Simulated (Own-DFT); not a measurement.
# Computed records: Hf₃₆O₇₁ (tetragonal hafnia with one neutral oxygen vacancy, atoms displaced)

All values are calculated (Own-DFT development build). A calculation, not a measurement: plane-wave PBE and HSE06 DFT by an unreviewed code, no spin, of a simulated cell at Gamma alone, so results move with cell size and shape, stress positive in tension, energies less offsets, not probed for a lower state with spin; hafnium file: forces about 75 meV/angstrom off all-electron values; oxygen file: force components 24 meV/angstrom off all-electron in a glass; k mesh not checked against a denser one; forces and stress are PBE's, HSE06 gives the energy alone, and its difference from PBE has offsets of its own; offsets are fitted by least squares, one for each functional and potential file, so energies compare only between cells with the same atoms and settings and are not formation energies; the far tail of each file's local potential was reset to the Coulomb form; each entry is a single point on an unrelaxed cell, so the pressure reflects the starting lattice, taken from the Materials Project, from which strain is counted, and rises with the displacements; printed positions are rounded, which can move forces by about a meV/angstrom; the program is a retired in-house code; no spin-orbit coupling.

Settings shared by all entries: first functional PBE; second functional HSE06; exact exchange share 0.25; screening 0.11 1/bohr; exchange divergence Gygi-Baldereschi; potential files PseudoDojo norm-conserving, scalar-relativistic, made for PBE, standard set; wave cutoff 48 hartree; occupations fixed; k mesh 1 x 1 x 1 centred on Gamma.

```yaml
- entry: 1
  formula: Hf36O71
  kind: "tetragonal hafnia with one neutral oxygen vacancy, atoms displaced"
  structure:
    cell_angstrom: [[10.78, 0.0, 0.0], [0.0, 10.78, 0.0], [0.0, 0.0, 10.4493]]
    atoms_fractional:
      - [Hf, 0.00087, 0.99692, 0.99928]
      - [Hf, 0.1683, 0.1704, 0.24986]
      - [O, 0.00397, 0.16485, 0.15079]
      - [O, 0.16391, 0.00343, 0.35172]
      - [O, 0.00397, 0.16865, 0.4069]
      - [O, 0.16725, 0.00066, 0.09529]
      - [Hf, 0.00057, 0.00049, 0.50173]
      - [Hf, 0.16886, 0.16791, 0.74716]
      - [O, 0.99878, 0.16353, 0.65693]
      - [O, 0.16549, 0.99803, 0.84315]
      - [O, 0.00183, 0.16455, 0.90199]
      - [O, 0.16794, 0.00234, 0.6024]
      - [Hf, 0.99519, 0.33507, 0.00078]
      - [Hf, 0.1654, 0.50258, 0.2518]
      - [O, 0.0007, 0.50033, 0.14964]
      - [O, 0.16467, 0.33297, 0.35047]
      - [O, 0.99379, 0.50114, 0.40795]
      - [O, 0.16374, 0.33049, 0.10029]
      - [Hf, 0.0031, 0.32733, 0.50244]
      - [Hf, 0.16979, 0.50041, 0.75227]
      - [O, 0.00287, 0.49592, 0.6532]
      - [O, 0.16592, 0.33464, 0.8504]
      - [O, 0.99931, 0.50052, 0.89888]
      - [O, 0.16378, 0.33427, 0.59376]
      - [Hf, 0.99829, 0.66385, 0.00311]
      - [Hf, 0.17083, 0.8352, 0.24932]
      - [O, 0.00139, 0.8357, 0.15449]
      - [O, 0.16801, 0.66903, 0.3491]
      - [O, 1.0e-05, 0.82842, 0.40162]
      - [O, 0.16861, 0.66882, 0.09518]
      - [Hf, 0.99762, 0.67038, 0.50051]
      - [Hf, 0.1623, 0.83232, 0.75113]
      - [O, 0.00204, 0.83448, 0.65928]
      - [O, 0.16461, 0.66622, 0.84587]
      - [O, 0.00054, 0.82945, 0.90047]
      - [O, 0.16743, 0.66724, 0.60224]
      - [Hf, 0.33444, 0.99547, 0.00356]
      - [Hf, 0.50023, 0.1637, 0.24643]
      - [O, 0.33461, 0.16429, 0.15415]
      - [O, 0.50309, 0.00083, 0.34493]
      - [O, 0.33083, 0.16519, 0.40112]
      - [O, 0.49885, 0.00014, 0.09832]
      - [Hf, 0.33283, 0.00296, 0.4988]
      - [Hf, 0.50205, 0.16441, 0.75043]
      - [O, 0.33413, 0.1665, 0.65084]
      - [O, 0.50014, 0.99983, 0.84451]
      - [O, 0.33089, 0.16304, 0.90241]
      - [O, 0.50107, 0.99509, 0.59925]
      - [Hf, 0.3321, 0.33338, 0.99769]
      - [Hf, 0.50231, 0.4982, 0.25027]
      - [O, 0.33198, 0.5012, 0.15818]
      - [O, 0.33186, 0.4993, 0.41214]
      - [O, 0.49814, 0.33266, 0.10094]
      - [Hf, 0.33499, 0.33511, 0.50413]
      - [Hf, 0.50131, 0.49764, 0.74431]
      - [O, 0.33409, 0.50274, 0.65033]
      - [O, 0.49994, 0.32944, 0.84711]
      - [O, 0.33298, 0.49889, 0.89843]
      - [O, 0.50139, 0.33344, 0.59364]
      - [Hf, 0.32942, 0.67055, 0.00514]
      - [Hf, 0.49933, 0.8315, 0.24998]
      - [O, 0.32868, 0.82653, 0.15243]
      - [O, 0.49984, 0.66986, 0.34977]
      - [O, 0.33511, 0.83067, 0.40238]
      - [O, 0.50143, 0.66293, 0.09678]
      - [Hf, 0.33457, 0.66865, 0.49406]
      - [Hf, 0.50144, 0.83135, 0.74702]
      - [O, 0.33164, 0.84263, 0.65325]
      - [O, 0.50019, 0.66478, 0.84898]
      - [O, 0.33446, 0.83156, 0.90265]
      - [O, 0.50364, 0.66385, 0.59382]
      - [Hf, 0.66451, 0.99943, 0.00085]
      - [Hf, 0.83532, 0.16612, 0.25412]
      - [O, 0.66511, 0.16242, 0.14813]
      - [O, 0.83668, 0.00163, 0.35045]
      - [O, 0.67163, 0.16766, 0.40358]
      - [O, 0.83293, 0.99941, 0.09863]
      - [Hf, 0.66717, 0.99983, 0.50408]
      - [Hf, 0.83933, 0.17018, 0.74969]
      - [O, 0.66843, 0.16171, 0.65456]
      - [O, 0.82853, 0.00215, 0.85001]
      - [O, 0.67252, 0.15968, 0.90357]
      - [O, 0.82893, 0.00073, 0.59598]
      - [Hf, 0.66559, 0.33779, 0.0013]
      - [Hf, 0.82943, 0.49868, 0.25343]
      - [O, 0.66478, 0.4961, 0.14963]
      - [O, 0.83627, 0.33119, 0.34374]
      - [O, 0.66538, 0.49796, 0.40217]
      - [O, 0.83559, 0.33508, 0.0996]
      - [Hf, 0.66456, 0.32911, 0.50584]
      - [Hf, 0.83191, 0.49818, 0.75505]
      - [O, 0.66465, 0.49929, 0.6565]
      - [O, 0.83393, 0.33425, 0.84526]
      - [O, 0.6658, 0.50004, 0.90233]
      - [O, 0.83465, 0.32992, 0.59692]
      - [Hf, 0.66828, 0.66854, 0.99724]
      - [Hf, 0.83378, 0.8303, 0.25242]
      - [O, 0.67097, 0.83808, 0.1515]
      - [O, 0.83134, 0.66994, 0.35009]
      - [O, 0.66491, 0.8374, 0.40494]
      - [O, 0.83256, 0.66428, 0.10055]
      - [Hf, 0.665, 0.66409, 0.49953]
      - [Hf, 0.82852, 0.8325, 0.74837]
      - [O, 0.66768, 0.83207, 0.65257]
      - [O, 0.83518, 0.66712, 0.8433]
      - [O, 0.67036, 0.82929, 0.90033]
      - [O, 0.83482, 0.6655, 0.5998]
  results:
    "PBE_energy_of_cell_above_offsets [eV]": "-100.821"
    "HSE06_less_PBE_above_offsets [eV]": "-0.140"
    "PBE_pressure [GPa]": 1.04
    "PBE_stress_xx [GPa]": -1.15
    "PBE_stress_yy [GPa]": -0.29
    "PBE_stress_zz [GPa]": -1.68
    "PBE_stress_yz [GPa]": 0.46
    "PBE_stress_xz [GPa]": 0.45
    "PBE_stress_xy [GPa]": 0.03
    force_element: [Hf, Hf, O, O, O, O, Hf, Hf, O, O, O, O, Hf, Hf, O, O, O, O, Hf, Hf, O, O, O, O, Hf, Hf, O, O, O, O, Hf, Hf, O, O, O, O, Hf, Hf, O, O, O, O, Hf, Hf, O, O, O, O, Hf, Hf, O, O, O, Hf, Hf, O, O, O, O, Hf, Hf, O, O, O, O, Hf, Hf, O, O, O, O, Hf, Hf, O, O, O, O, Hf, Hf, O, O, O, O, Hf, Hf, O, O, O, O, Hf, Hf, O, O, O, O, Hf, Hf, O, O, O, O, Hf, Hf, O, O, O, O]
    "force_x [eV/angstrom]": [-0.663, -0.158, -0.794, 0.205, -0.342, 0.437, 0.06, -0.054, 0.832, -0.036, -0.311, -0.368, 1.237, -0.288, -0.128, 0.064, 0.195, 0.62, -0.723, -0.636, -0.632, 0.24, -0.311, 1.154, 0.258, -1.659, 0.051, 0.201, -0.026, -1.174, 0.729, 1.035, -1.297, 0.263, -0.1, 0.096, -0.529, 0.241, -0.114, -0.408, 0.581, -0.373, -0.1, 0.011, 0.498, 0.122, 0.104, -0.159, -0.613, -0.383, 0.143, 0.453, 0.107, -0.813, -1.072, 0.317, 0.226, 0.019, -0.257, 1.185, 0.886, 1.442, 0.117, -0.072, 0.04, -0.782, -0.988, 0.573, 0.218, 0.071, -0.796, 1.338, -0.207, 0.355, 0.224, -0.551, 0.313, -0.365, -1.239, -0.46, 0.596, -0.668, 1.353, -0.038, 0.867, 0.228, -0.084, -0.248, -0.927, 1.158, 1.366, 0.803, -0.122, 0.304, -0.382, -0.546, 0.257, -1.058, -0.354, 0.062, -0.094, 0.939, 0.947, -0.42, -0.302, -0.253, -0.668]
    "force_y [eV/angstrom]": [0.242, 0.054, 0.034, -0.879, -1.057, -0.437, -0.434, -0.67, 0.05, 0.501, 0.561, 0.272, -0.654, -0.791, 0.264, 0.727, -0.022, 0.282, 2.077, 0.47, 0.064, -0.398, -0.045, -0.548, 0.31, 0.399, -0.334, -0.357, 1.311, -0.259, -1.317, -0.144, 0.276, -0.212, 0.222, 0.18, 0.757, 0.771, 0.028, -0.314, 0.82, -0.533, -0.66, -0.632, 0.28, -0.484, 0.313, 0.437, -0.223, -0.448, 0.002, -0.014, 0.242, -0.575, 0.777, -0.595, 0.383, 0.099, -0.042, -0.884, 0.555, 0.394, -0.842, 1.372, 0.522, -0.317, 0.127, -0.733, -0.032, 0.12, 0.235, 0.056, -0.646, 0.35, -0.434, 0.065, 0.061, 0.256, -1.152, 0.65, -0.767, 1.953, -0.282, -1.391, -0.081, -0.089, 0.478, -0.276, 0.042, -0.059, 0.751, -0.144, -0.228, -0.07, -0.04, -0.107, 1.375, -0.619, -0.948, -0.976, 0.039, 0.797, 0.688, -0.134, -0.387, 0.508, 0.116]
    "force_z [eV/angstrom]": [-0.16, -0.136, 0.632, -0.407, -0.424, 0.382, -0.096, 1.138, -0.989, 0.548, 0.14, -1.019, -0.227, 0.248, 0.546, -0.352, -0.669, -0.327, -0.256, -0.479, 0.643, -0.39, 0.746, 1.017, -0.799, 0.738, -0.027, -0.365, 0.311, 0.696, 0.969, 0.017, -1.323, 0.753, 0.855, -0.979, -1.2, 0.417, -0.221, 0.076, 0.195, 0.056, 0.787, 0.279, -0.069, 0.45, 0.237, -0.457, 0.006, 0.142, -0.019, -1.274, -0.126, -0.755, 1.387, 0.245, -0.01, 0.911, 0.387, -1.56, 0.029, -0.203, -0.453, -0.688, 0.274, 1.743, 0.343, -0.02, -0.742, 0.444, 0.48, -0.112, -1.154, 0.753, -0.12, -0.003, -0.171, -0.625, 0.922, -0.18, -0.721, 0.064, 0.374, 0.072, -0.045, 0.419, 0.347, -0.108, -0.291, -1.012, -1.318, -0.729, 0.876, 0.022, 0.187, 0.105, -0.336, 0.312, -0.077, -0.227, -0.131, -0.053, 0.749, -0.351, 0.85, -0.011, -0.321]
- entry: 2
  formula: Hf36O71
  kind: "tetragonal hafnia with one neutral oxygen vacancy, atoms displaced"
  structure:
    cell_angstrom: [[10.78, 0.0, 0.0], [0.0, 10.78, 0.0], [0.0, 0.0, 10.4493]]
    atoms_fractional:
      - [Hf, 0.00214, 0.00707, 0.00488]
      - [Hf, 0.16707, 0.1654, 0.25118]
      - [O, 0.9992, 0.16539, 0.15652]
      - [O, 0.16468, 0.99784, 0.34205]
      - [O, 0.99849, 0.16673, 0.40086]
      - [O, 0.16861, 0.00368, 0.10006]
      - [Hf, 0.99601, 0.99996, 0.50151]
      - [Hf, 0.16912, 0.16993, 0.75107]
      - [O, 0.99882, 0.1635, 0.65059]
      - [O, 0.16866, 0.99727, 0.84598]
      - [O, 0.003, 0.16723, 0.90626]
      - [O, 0.16924, 0.99707, 0.59799]
      - [Hf, 0.00369, 0.33041, 0.00031]
      - [Hf, 0.16859, 0.50181, 0.25219]
      - [O, 0.00321, 0.49811, 0.15576]
      - [O, 0.1653, 0.33304, 0.34792]
      - [O, 0.0039, 0.50594, 0.40201]
      - [O, 0.16962, 0.33398, 0.09973]
      - [Hf, 4.0e-05, 0.33252, 0.49407]
      - [Hf, 0.17208, 0.50312, 0.74974]
      - [O, 0.00379, 0.50252, 0.65229]
      - [O, 0.16468, 0.33233, 0.84713]
      - [O, 0.00209, 0.50089, 0.90302]
      - [O, 0.16378, 0.33048, 0.5976]
      - [Hf, 0.0049, 0.6635, 0.00191]
      - [Hf, 0.1673, 0.83024, 0.2489]
      - [O, 0.99574, 0.83342, 0.14767]
      - [O, 0.1642, 0.66859, 0.34954]
      - [O, 0.00179, 0.8343, 0.40011]
      - [O, 0.16405, 0.66689, 0.09515]
      - [Hf, 0.99777, 0.6681, 0.49533]
      - [Hf, 0.16208, 0.83263, 0.74833]
      - [O, 0.99881, 0.83183, 0.65017]
      - [O, 0.16375, 0.6645, 0.84234]
      - [O, 0.00269, 0.83311, 0.90109]
      - [O, 0.16849, 0.66284, 0.59377]
      - [Hf, 0.32995, 0.99881, 0.00076]
      - [Hf, 0.49592, 0.16914, 0.25018]
      - [O, 0.3317, 0.16579, 0.149]
      - [O, 0.49588, 0.99763, 0.34801]
      - [O, 0.33378, 0.16598, 0.40226]
      - [O, 0.50179, 0.99838, 0.09601]
      - [Hf, 0.33489, 0.00212, 0.502]
      - [Hf, 0.50334, 0.17242, 0.74902]
      - [O, 0.33209, 0.16787, 0.65346]
      - [O, 0.50268, 0.00252, 0.84424]
      - [O, 0.33049, 0.16669, 0.90349]
      - [O, 0.50801, 0.00302, 0.59884]
      - [Hf, 0.3321, 0.33346, 4.0e-05]
      - [Hf, 0.49995, 0.50006, 0.24963]
      - [O, 0.32958, 0.49974, 0.15144]
      - [O, 0.49955, 0.33622, 0.35131]
      - [O, 0.3306, 0.49725, 0.40459]
      - [O, 0.50189, 0.33462, 0.09739]
      - [Hf, 0.33067, 0.32951, 0.49891]
      - [Hf, 0.50035, 0.50245, 0.75021]
      - [O, 0.33536, 0.50012, 0.65385]
      - [O, 0.50003, 0.33545, 0.85054]
      - [O, 0.33246, 0.49899, 0.90164]
      - [O, 0.49711, 0.32727, 0.60131]
      - [Hf, 0.33318, 0.6649, 0.99339]
      - [Hf, 0.49757, 0.83327, 0.24769]
      - [O, 0.33526, 0.83034, 0.14909]
      - [O, 0.49912, 0.66725, 0.34704]
      - [O, 0.33303, 0.83531, 0.4025]
      - [O, 0.49939, 0.66964, 0.09597]
      - [Hf, 0.33632, 0.66723, 0.50135]
      - [Hf, 0.49526, 0.83622, 0.74901]
      - [O, 0.33314, 0.83057, 0.65106]
      - [O, 0.49707, 0.66512, 0.8495]
      - [O, 0.33451, 0.83564, 0.90341]
      - [O, 0.49949, 0.65766, 0.60021]
      - [Hf, 0.66752, 0.99942, 0.00404]
      - [Hf, 0.83445, 0.16711, 0.24907]
      - [O, 0.66436, 0.16812, 0.15318]
      - [O, 0.66533, 0.16887, 0.40221]
      - [O, 0.83468, 0.99865, 0.09814]
      - [Hf, 0.66953, 0.00122, 0.50009]
      - [Hf, 0.83245, 0.16794, 0.7546]
      - [O, 0.67142, 0.16506, 0.65386]
      - [O, 0.8307, 0.99482, 0.84426]
      - [O, 0.66689, 0.1619, 0.9064]
      - [O, 0.83205, 0.99871, 0.59869]
      - [Hf, 0.66722, 0.33862, 0.99764]
      - [Hf, 0.83604, 0.50468, 0.24376]
      - [O, 0.6676, 0.50169, 0.1521]
      - [O, 0.83373, 0.33302, 0.35]
      - [O, 0.66388, 0.50623, 0.40285]
      - [O, 0.83463, 0.33779, 0.09682]
      - [Hf, 0.66591, 0.32878, 0.50133]
      - [Hf, 0.83581, 0.49758, 0.74753]
      - [O, 0.66365, 0.50231, 0.65785]
      - [O, 0.84047, 0.33487, 0.84733]
      - [O, 0.66842, 0.49981, 0.90187]
      - [O, 0.83455, 0.33573, 0.59918]
      - [Hf, 0.66257, 0.66726, 0.00053]
      - [Hf, 0.8324, 0.83766, 0.24974]
      - [O, 0.66455, 0.83832, 0.14963]
      - [O, 0.83692, 0.66486, 0.35144]
      - [O, 0.66643, 0.83481, 0.40336]
      - [O, 0.83263, 0.66759, 0.09796]
      - [Hf, 0.67396, 0.66802, 0.50071]
      - [Hf, 0.83439, 0.8375, 0.75229]
      - [O, 0.6681, 0.83151, 0.65357]
      - [O, 0.83301, 0.66691, 0.84235]
      - [O, 0.66494, 0.83541, 0.90325]
      - [O, 0.83246, 0.67004, 0.60038]
  results:
    "PBE_energy_of_cell_above_offsets [eV]": "-101.297"
    "HSE06_less_PBE_above_offsets [eV]": "-0.156"
    "PBE_pressure [GPa]": 0.73
    "PBE_stress_xx [GPa]": -0.22
    "PBE_stress_yy [GPa]": -0.53
    "PBE_stress_zz [GPa]": -1.43
    "PBE_stress_yz [GPa]": -0.74
    "PBE_stress_xz [GPa]": 0.11
    "PBE_stress_xy [GPa]": 0.0
    force_element: [Hf, Hf, O, O, O, O, Hf, Hf, O, O, O, O, Hf, Hf, O, O, O, O, Hf, Hf, O, O, O, O, Hf, Hf, O, O, O, O, Hf, Hf, O, O, O, O, Hf, Hf, O, O, O, O, Hf, Hf, O, O, O, O, Hf, Hf, O, O, O, O, Hf, Hf, O, O, O, O, Hf, Hf, O, O, O, O, Hf, Hf, O, O, O, O, Hf, Hf, O, O, O, Hf, Hf, O, O, O, O, Hf, Hf, O, O, O, O, Hf, Hf, O, O, O, O, Hf, Hf, O, O, O, O, Hf, Hf, O, O, O, O]
    "force_x [eV/angstrom]": [0.104, 0.123, 0.256, 0.208, -0.239, -0.529, 0.862, -0.374, -0.041, -0.111, -0.25, -0.348, -0.245, -0.126, -0.022, -0.038, -0.13, -0.567, -0.248, -1.073, -0.362, 0.157, 0.033, 0.416, -1.742, -0.297, 0.764, 0.336, -0.673, 1.143, 0.263, -0.129, 0.251, 0.564, 0.182, -0.089, 0.958, 0.68, 0.379, 0.109, -0.151, -0.929, 0.337, -0.295, 0.384, -0.467, 0.005, -1.509, 0.426, 0.155, 0.849, -0.052, -0.049, -0.481, 0.031, 0.096, -0.214, 0.188, -0.249, 0.551, 0.344, 0.238, -0.882, -0.376, -0.137, -0.363, 0.005, 1.311, 0.104, -0.09, -0.02, 0.322, -0.591, -0.941, 0.439, 0.246, 0.107, -0.325, 0.492, -0.207, 0.445, 0.401, 0.258, -0.03, -0.377, -0.418, 0.055, 0.122, 0.094, 0.176, 0.292, 0.842, -0.401, -0.126, -0.247, 1.013, -0.004, 0.596, -0.211, 0.688, 0.033, -0.985, -0.387, -0.739, -0.041, -0.097, 0.597]
    "force_y [eV/angstrom]": [-2.066, -0.183, 0.103, 0.41, -0.611, -0.149, -0.019, -0.734, -0.037, 0.647, -0.3, 0.087, 1.501, -0.11, 0.171, -0.198, -1.401, -0.293, 0.814, -0.653, -0.134, 0.415, -0.603, -0.121, 0.855, 0.335, 0.112, -0.009, 0.581, 0.089, -0.065, 0.33, 0.289, 0.675, 0.311, 0.271, 0.353, -0.567, 0.211, 0.827, 0.032, 0.24, -0.83, -0.76, -0.197, -0.006, 0.134, -0.056, -0.293, 0.337, 0.223, -0.46, 0.315, 0.119, 0.786, 0.139, -0.35, -0.311, -0.076, -0.062, 0.586, 0.136, 0.16, 0.044, -0.193, -0.431, -0.056, 0.07, 0.13, 0.455, -0.698, 0.657, -0.494, -0.013, -0.081, -0.686, 0.409, -0.53, -0.314, 0.626, 2.106, 1.575, 0.023, -0.841, -0.467, -0.072, 0.417, -1.352, -0.253, 1.493, 1.171, -0.513, -0.646, 0.254, -0.035, 0.456, -0.161, -0.402, 0.81, 0.205, -0.425, 0.008, -2.045, 0.079, -0.16, -0.565, -0.495]
    "force_z [eV/angstrom]": [-0.509, -0.013, -0.686, 0.459, -0.027, -0.235, 0.103, -0.424, 0.571, 0.261, -0.377, -0.439, 0.033, 0.447, -0.431, 0.013, -0.18, -0.193, 0.76, -0.803, 0.08, 0.309, 0.407, -0.222, -1.024, 0.014, 0.826, -0.687, -0.157, 0.393, 1.16, -0.202, -0.152, 0.786, 0.348, 0.174, -0.356, -0.197, 0.57, -0.26, -0.348, 0.137, -0.035, 0.362, -0.142, -0.064, -0.11, -0.207, 0.059, 0.406, 0.003, -0.346, -0.22, 0.194, 0.619, -0.263, -0.144, -0.053, -0.002, -0.414, 0.721, 0.342, 0.189, -0.34, 0.021, 0.088, -0.112, 0.267, 0.049, 0.079, -0.35, -0.393, -0.481, 0.539, 0.497, 0.013, 0.548, -0.109, -0.464, -0.105, 0.977, -0.547, -0.726, 0.519, 0.821, -0.091, -0.481, 0.129, -0.169, -0.05, -0.031, -0.514, 0.323, 0.166, -0.26, -0.635, -0.03, 0.699, -0.531, -0.362, 0.029, 0.523, -0.423, 0.035, 0.468, 0.224, -0.632]
```
